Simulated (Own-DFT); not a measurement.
Si3N4 (beta silicon nitride, atoms displaced) (calculated)

Computed with Own-DFT development build. A calculation, not a measurement: plane-wave PBE density functional theory by an unreviewed code, no spin, of a simulated periodic cell, stress positive in tension, free energy of the whole cell less one offset for each atom, forces on such cells passed a denser k mesh, this cell's mesh not checked; offsets are fitted by least squares, one for each functional and potential file, so energies compare only between cells with the same atoms and settings and are not formation energies; the far tail of each file's local potential was reset to the Coulomb form; each entry is a single point on an unrelaxed cell, so the pressure reflects the starting lattice, mostly measured values (interpolated for alloys), from which strain is counted, and rises with the displacements; printed positions are rounded, which can move forces by about a meV/angstrom; the program, named Own-DFT, is a retired in-house code; no spin-orbit coupling.

Common to all runs: functional PBE; potential files PseudoDojo norm-conserving, scalar-relativistic, standard set; wave cutoff 42 hartree; occupations Fermi-Dirac; smearing width 0.1 eV; k mesh 3 x 3 x 3 centred on Gamma.

(1) Si3N4 (beta silicon nitride, atoms displaced)

```xyz
42
Lattice="7.6060 0.0000 0.0000 -3.8030 6.5870 0.0000 0.0000 0.0000 8.7270" Properties=species:S:1:pos:R:3 Si3N4
Si    -1.6357     5.0568     0.7189
Si     0.2188     2.6778     0.6487
Si     1.3324     5.4211     0.7097
Si     5.4134     1.4978     2.2091
Si     3.5399     3.9909     2.1608
Si     2.3774     1.0576     2.1939
N      2.4533     0.2121     0.7910
N      6.2408     2.0248     0.7508
N      2.8257     4.3763     0.7736
N      1.4146     6.3059     2.0976
N     -2.4590     4.6890     2.2521
N      1.0081     2.2427     2.2097
N     -0.0058     4.4389     0.6431
N      3.8432     2.1615     2.0720
Si    -1.6917     5.0271     3.6119
Si     0.1556     2.6491     3.6606
Si     1.3762     5.4220     3.6217
Si     5.3655     1.4578     5.0658
Si     3.6962     4.0411     5.0717
Si     2.4209     1.1339     5.2203
N      2.3979     0.2237     3.7082
N      6.2349     1.9458     3.6723
N      2.7651     4.3750     3.6416
N      1.4500     6.4247     4.9856
N     -2.4789     4.5306     5.0838
N      1.0298     2.1608     5.0680
N      0.1248     4.4284     3.5898
N      3.8303     2.2121     5.1071
Si    -1.5698     5.0274     6.5538
Si     0.2605     2.6825     6.5455
Si     1.4285     5.4006     6.5824
Si     5.3985     1.5320     7.9059
Si     3.4980     3.9649     7.9833
Si     2.4350     1.1255     7.9708
N      2.3366     0.3100     6.5375
N      6.2397     2.0254     6.4740
N      2.6579     4.3344     6.5409
N      1.3000     6.4083     8.0561
N     -2.3961     4.6010     7.9502
N      1.0522     2.1839     8.0085
N     -0.0060     4.3429     6.5369
N      3.7646     2.1382     8.0461
```

```
free energy of cell above offsets : -2.033 eV
pressure                          : 8.78 GPa
stress xx                         : -10.32 GPa
stress yy                         : -4.95 GPa
stress zz                         : -11.08 GPa
stress yz                         : -0.76 GPa
stress xz                         : -0.3 GPa
stress xy                         : -2.51 GPa
```

Force:
| element | x (eV/Å) | y (eV/Å) | z (eV/Å) |
| --- | --- | --- | --- |
| Si | 1.255 | 0.543 | 0.633 |
| Si | -0.36 | 0.634 | 3.363 |
| Si | 1.176 | -0.205 | 0.237 |
| Si | -0.679 | -0.331 | -1.569 |
| Si | 2.04 | -4.223 | 2.91 |
| Si | 0.901 | 4.36 | 2.133 |
| N | -1.303 | -2.327 | -3.334 |
| N | -0.378 | -0.633 | -1.687 |
| N | -2.951 | 2.331 | -3.775 |
| N | 0.62 | 2.382 | 2.789 |
| N | -1.579 | -1.063 | -4.106 |
| N | 0.563 | -1.29 | -1.436 |
| N | -1.251 | -2.124 | 0.081 |
| N | -1.45 | 1.001 | 1.306 |
| Si | 5.141 | 2.417 | 2.79 |
| Si | 2.35 | 1.268 | -0.764 |
| Si | 2.169 | 1.293 | -1.384 |
| Si | 0.125 | 3.338 | 0.392 |
| Si | -9.126 | -6.185 | -0.171 |
| Si | 0.946 | 4.369 | -7.23 |
| N | -0.539 | -1.89 | 0.13 |
| N | -0.545 | 0.064 | -0.915 |
| N | 0.678 | 0.858 | 0.455 |
| N | -0.169 | -3.44 | 3.141 |
| N | 8.196 | 4.135 | 1.029 |
| N | -0.391 | 0.189 | 1.333 |
| N | -6.516 | -2.968 | 0.649 |
| N | -0.976 | 0.526 | 0.321 |
| Si | 0.212 | 1.047 | -1.238 |
| Si | -0.327 | -1.52 | -1.13 |
| Si | -3.516 | 2.685 | -1.347 |
| Si | -0.36 | 1.093 | 2.568 |
| Si | 2.362 | -3.037 | 0.76 |
| Si | -0.097 | 0.891 | 3.391 |
| N | -0.208 | -7.051 | 3.312 |
| N | -0.043 | -0.826 | 1.05 |
| N | 3.268 | -0.41 | -0.529 |
| N | 1.234 | -0.571 | -2.808 |
| N | -2.486 | -0.259 | 1.117 |
| N | 0.194 | -0.335 | -1.175 |
| N | 0.506 | 2.541 | -0.181 |
| N | 1.313 | 2.725 | -1.109 |

(2) Si3N4 (beta silicon nitride, atoms displaced)

```xyz
42
Lattice="7.6060 0.0000 0.0000 -3.8030 6.5870 0.0000 0.0000 0.0000 8.7270" Properties=species:S:1:pos:R:3 Si3N4
Si    -1.5401     5.0425     0.6673
Si     0.3238     2.6927     0.6930
Si     1.3512     5.4912     0.7545
Si     5.3525     1.5302     2.1185
Si     3.6403     3.9162     2.1850
Si     2.4661     1.1466     2.2376
N      2.4768     0.2261     0.6710
N      6.2025     1.9597     0.7336
N      2.7989     4.3674     0.7669
N      1.4676     6.4325     2.2317
N     -2.3543     4.5039     2.2060
N      1.0250     2.2174     2.2407
N     -0.0315     4.3527     0.7613
N      3.8546     2.2460     2.2213
Si    -1.6272     5.0899     3.6600
Si     0.1837     2.7251     3.6393
Si     1.4147     5.4188     3.7206
Si     5.4825     1.5619     5.1342
Si     3.6263     3.9578     5.0953
Si     2.4599     1.2222     5.0859
N      2.4322     0.2174     3.6768
N      6.2497     2.0288     3.6181
N      2.8129     4.4000     3.6176
N      1.4384     6.4507     5.0717
N     -2.3467     4.6358     5.1152
N      1.0743     2.1684     5.2068
N     -0.0182     4.4775     3.5887
N      3.8150     2.1685     5.1391
Si    -1.6452     5.0428     6.5879
Si     0.2558     2.6689     6.4994
Si     1.3819     5.4040     6.5902
Si     5.4461     1.5193     8.0493
Si     3.6178     3.8849     8.0021
Si     2.4598     1.1019     7.9147
N      2.4270     0.2872     6.5492
N      6.2788     2.1358     6.5349
N      2.7055     4.4220     6.5657
N      1.3369     6.4670     8.0349
N     -2.4583     4.6121     8.0600
N      1.0100     2.2340     8.0048
N     -0.0568     4.4061     6.5311
N      3.8477     2.1138     7.9841
```

```
free energy of cell above offsets : -4.437 eV
pressure                          : 7.22 GPa
stress xx                         : -8.57 GPa
stress yy                         : -5.71 GPa
stress zz                         : -7.36 GPa
stress yz                         : -2.39 GPa
stress xz                         : 0.39 GPa
stress xy                         : -0.04 GPa
```

Force:
| element | x (eV/Å) | y (eV/Å) | z (eV/Å) |
| --- | --- | --- | --- |
| Si | -1.083 | 1.157 | 3.134 |
| Si | -2.527 | -0.672 | 2.622 |
| Si | 0.715 | -1.072 | 0.709 |
| Si | 2.178 | 0.491 | 2.44 |
| Si | -0.285 | 0.448 | -0.091 |
| Si | -0.344 | 0.96 | -1.707 |
| N | -0.683 | -1.081 | 1.72 |
| N | 2.846 | 1.267 | -0.109 |
| N | -1.178 | 1.088 | -1.259 |
| N | -0.502 | -1.888 | -0.314 |
| N | 0.004 | 1.625 | -0.812 |
| N | 1.376 | -1.012 | -1.276 |
| N | 2.386 | 1.324 | -0.581 |
| N | -2.233 | -1.537 | -0.072 |
| Si | 1.443 | 0.165 | -1.261 |
| Si | 0.676 | 0.386 | 0.665 |
| Si | -0.34 | 1.296 | -2.063 |
| Si | -1.139 | 0.356 | -1.511 |
| Si | -0.326 | -1.362 | 0.155 |
| Si | -0.093 | -1.793 | 0.49 |
| N | -0.543 | 0.075 | -0.332 |
| N | -0.904 | -0.638 | 0.521 |
| N | -0.047 | 0.316 | 1.273 |
| N | 0.361 | -1.571 | 2.208 |
| N | -3.077 | -0.789 | 0.219 |
| N | -0.437 | 0.586 | -4.636 |
| N | 1.091 | -1.401 | 0.873 |
| N | 1.936 | 2.868 | -0.253 |
| Si | 1.751 | 1.844 | 0.024 |
| Si | -0.671 | 2.174 | 3.3 |
| Si | -2.561 | 2.793 | -0.645 |
| Si | -0.063 | 1.611 | -2.155 |
| Si | -1.883 | -1.387 | 0.845 |
| Si | -0.45 | 3.194 | 3.772 |
| N | -0.84 | -4.528 | -2.747 |
| N | -2.136 | -2.138 | 1.26 |
| N | 3.313 | -1.458 | -0.155 |
| N | 0.702 | -3.455 | -0.804 |
| N | 0.121 | 0.296 | -2.019 |
| N | 2.305 | -1.728 | -1.651 |
| N | 1.728 | 0.285 | 0.296 |
| N | -0.587 | 2.904 | -0.073 |

(3) Si3N4 (beta silicon nitride, atoms displaced)

```xyz
42
Lattice="7.6060 0.0000 0.0000 -3.8030 6.5870 0.0000 0.0000 0.0000 8.7270" Properties=species:S:1:pos:R:3 Si3N4
Si    -1.6287     5.0531     0.7440
Si     0.1679     2.6411     0.7740
Si     1.4103     5.3935     0.7405
Si     5.2617     1.5227     2.1650
Si     3.4936     3.9250     2.1859
Si     2.4335     1.1826     2.1918
N      2.3961     0.2805     0.7325
N      6.2037     1.9867     0.7919
N      2.8183     4.4340     0.7076
N      1.3982     6.3934     2.1872
N     -2.3912     4.6547     2.1915
N      0.9993     2.2089     2.1313
N      0.0405     4.3478     0.8106
N      3.7870     2.0753     2.1820
Si    -1.5531     5.0143     3.6584
Si     0.2663     2.6598     3.6498
Si     1.3430     5.4290     3.6065
Si     5.3664     1.5461     5.0716
Si     3.6034     3.8569     5.0284
Si     2.3585     1.1050     4.9762
N      2.3323     0.1425     3.7652
N      6.2333     1.9783     3.6468
N      2.7809     4.4531     3.5665
N      1.3953     6.4058     4.9990
N     -2.4118     4.6283     5.1196
N      1.0811     2.1768     5.0472
N      0.0561     4.3725     3.6242
N      3.8406     2.1595     5.0739
Si    -1.5968     4.9924     6.5280
Si     0.0635     2.6121     6.5938
Si     1.3578     5.3024     6.4511
Si     5.4942     1.4971     8.0173
Si     3.5833     3.9228     8.0792
Si     2.3672     1.1660     8.0259
N      2.3488     0.2798     6.6076
N      6.2451     1.9723     6.4805
N      2.8842     4.4204     6.5222
N      1.4586     6.3555     7.9979
N     -2.4688     4.6274     8.0446
N      1.1100     2.1987     7.9688
N      0.0223     4.4151     6.4783
N      3.7742     2.1864     7.9384
```

```
free energy of cell above offsets : -2.572 eV
pressure                          : 9.06 GPa
stress xx                         : -12.93 GPa
stress yy                         : -6.16 GPa
stress zz                         : -8.1 GPa
stress yz                         : -2.73 GPa
stress xz                         : -0.1 GPa
stress xy                         : 0.07 GPa
```

Force:
| element | x (eV/Å) | y (eV/Å) | z (eV/Å) |
| --- | --- | --- | --- |
| Si | 2.094 | 1.518 | -0.292 |
| Si | 0.956 | 0.7 | -2.349 |
| Si | -1.209 | 1.671 | -0.728 |
| Si | 5.974 | -1.402 | 1.632 |
| Si | 3.516 | -1.028 | -1.138 |
| Si | -3.101 | -2.727 | 0.229 |
| N | -0.402 | -2.869 | 1.112 |
| N | -0.116 | -0.162 | -1.297 |
| N | -0.889 | 0.106 | 2.216 |
| N | -0.078 | -0.758 | -0.908 |
| N | -2.414 | -1.467 | 0.722 |
| N | 2.185 | -1.361 | 2.587 |
| N | -1.464 | 1.013 | -0.936 |
| N | -2.43 | 5.765 | 0.337 |
| Si | -0.216 | -0.138 | -0.006 |
| Si | -1.772 | -0.206 | -0.774 |
| Si | 1.072 | 1.384 | 0.04 |
| Si | 1.128 | -1.653 | -1.169 |
| Si | 0.039 | 0.786 | 1.404 |
| Si | 2.077 | 2.592 | 8.159 |
| N | 0.404 | -1.805 | -7 |
| N | 0.015 | 0.419 | -1.105 |
| N | -0.137 | -0.526 | 2.185 |
| N | 0.046 | -1.123 | 1.962 |
| N | -0.95 | -1.33 | -1.692 |
| N | -2.039 | 1.249 | 1.306 |
| N | -1.45 | -0.454 | 0.232 |
| N | -2.627 | 0.601 | -0.781 |
| Si | -0.205 | 3.784 | 2.044 |
| Si | 8.039 | 2.384 | -1.333 |
| Si | 3.965 | 4.274 | 0.995 |
| Si | -3.666 | -0.58 | -0.484 |
| Si | 0.733 | -2.089 | -4.131 |
| Si | 3.056 | -0.622 | -1.145 |
| N | -0.115 | -3.291 | -2.747 |
| N | -3.641 | -1.728 | 1.701 |
| N | -1.629 | 0.353 | -0.226 |
| N | 0.132 | -0.612 | -0.681 |
| N | 1.562 | -0.045 | -0.821 |
| N | -5.517 | 2.635 | 1.119 |
| N | -3.105 | -3.733 | 0.678 |
| N | 2.18 | 0.474 | 1.084 |

(4) Si3N4 (beta silicon nitride, atoms displaced)

```xyz
42
Lattice="7.6060 0.0000 0.0000 -3.8030 6.5870 0.0000 0.0000 0.0000 8.7270" Properties=species:S:1:pos:R:3 Si3N4
Si    -1.6626     5.0660     0.7241
Si     0.2907     2.7099     0.7909
Si     1.3125     5.4658     0.7866
Si     5.3736     1.4702     2.3119
Si     3.6298     3.9864     2.1943
Si     2.3177     1.1412     2.2264
N      2.4415     0.2349     0.7380
N      6.2320     1.9985     0.6792
N      2.8627     4.3546     0.7078
N      1.4536     6.4324     2.2317
N     -2.4685     4.6398     2.1557
N      1.0698     2.0931     2.1633
N     -0.0274     4.3780     0.7169
N      3.8887     2.1405     2.2574
Si    -1.6399     5.0803     3.6191
Si     0.2315     2.6214     3.5615
Si     1.2470     5.4527     3.6079
Si     5.4113     1.4927     5.0487
Si     3.5607     3.9473     5.0835
Si     2.3886     1.1428     4.9782
N      2.3838     0.1754     3.7135
N      6.1981     2.0393     3.6911
N      2.7950     4.3669     3.6728
N      1.4377     6.3334     5.0678
N     -2.3396     4.6337     5.0615
N      1.0309     2.2465     5.0204
N      0.0140     4.3702     3.5881
N      3.7331     2.1364     5.1130
Si    -1.4575     5.0496     6.5706
Si     0.2357     2.7767     6.5592
Si     1.3533     5.4288     6.4990
Si     5.4816     1.5278     8.0565
Si     3.5538     3.9520     7.9819
Si     2.4249     1.1453     8.0490
N      2.4166     0.1839     6.5783
N      6.1917     1.9026     6.5769
N      2.7039     4.3850     6.5130
N      1.5015     6.3211     7.9983
N     -2.4640     4.5651     7.9755
N      0.9953     2.1723     7.9855
N      0.0960     4.4239     6.5379
N      3.7817     2.1705     7.9141
```

```
free energy of cell above offsets : -2.683 eV
pressure                          : 8.45 GPa
stress xx                         : -7.39 GPa
stress yy                         : -8.51 GPa
stress zz                         : -9.47 GPa
stress yz                         : -0.14 GPa
stress xz                         : -0.23 GPa
stress xy                         : -0.94 GPa
```

Force:
| element | x (eV/Å) | y (eV/Å) | z (eV/Å) |
| --- | --- | --- | --- |
| Si | 0.805 | 0.185 | -1.404 |
| Si | -2.395 | -1.319 | -3.549 |
| Si | 2.151 | -0.5 | -2.13 |
| Si | 1.576 | 3.084 | -3.367 |
| Si | -1.916 | -3.588 | 0.453 |
| Si | 7.285 | -2.211 | -0.496 |
| N | -0.711 | -2.02 | 1.566 |
| N | 2.234 | 0.668 | 5.145 |
| N | -3.39 | 1.943 | 2.281 |
| N | -0.349 | -3.262 | -0.771 |
| N | 2.106 | 1.301 | 0.96 |
| N | -4.055 | 2.893 | 0.567 |
| N | 0.02 | 1.077 | 0.728 |
| N | -4.416 | 1.709 | -0.312 |
| Si | 1.247 | -1.343 | -0.136 |
| Si | -0.875 | 1.539 | 2.336 |
| Si | 3.811 | -0.792 | 1.397 |
| Si | -2.22 | 0.206 | 3.636 |
| Si | 1.836 | -2.001 | 1.283 |
| Si | -0.067 | 1.861 | 6.601 |
| N | -0.349 | -1.254 | -4.868 |
| N | 1.907 | -0.024 | -1.737 |
| N | -1.872 | 1.781 | -2.519 |
| N | -0.403 | 1.34 | -0.875 |
| N | -2.007 | -1.258 | 1.845 |
| N | -0.251 | -0.716 | 0.938 |
| N | -2.312 | -0.863 | -0.675 |
| N | 2.476 | 1.679 | -0.65 |
| Si | -3.667 | 1.003 | -0.587 |
| Si | -0.494 | -4.262 | -0.948 |
| Si | 3.196 | 2.407 | 1.564 |
| Si | -3.764 | -1.452 | -2.328 |
| Si | 0.428 | -2.773 | -1.802 |
| Si | 0.35 | 1.071 | -2.78 |
| N | -0.301 | 0.123 | -0.913 |
| N | 2.716 | 1.851 | -2.063 |
| N | 1.357 | -0.149 | 0.323 |
| N | -0.651 | 0.972 | 0.832 |
| N | 2.166 | 1.177 | -0.001 |
| N | 0.578 | 0.181 | 1.164 |
| N | -2.953 | -1.172 | 0.129 |
| N | 1.172 | 0.906 | 1.161 |
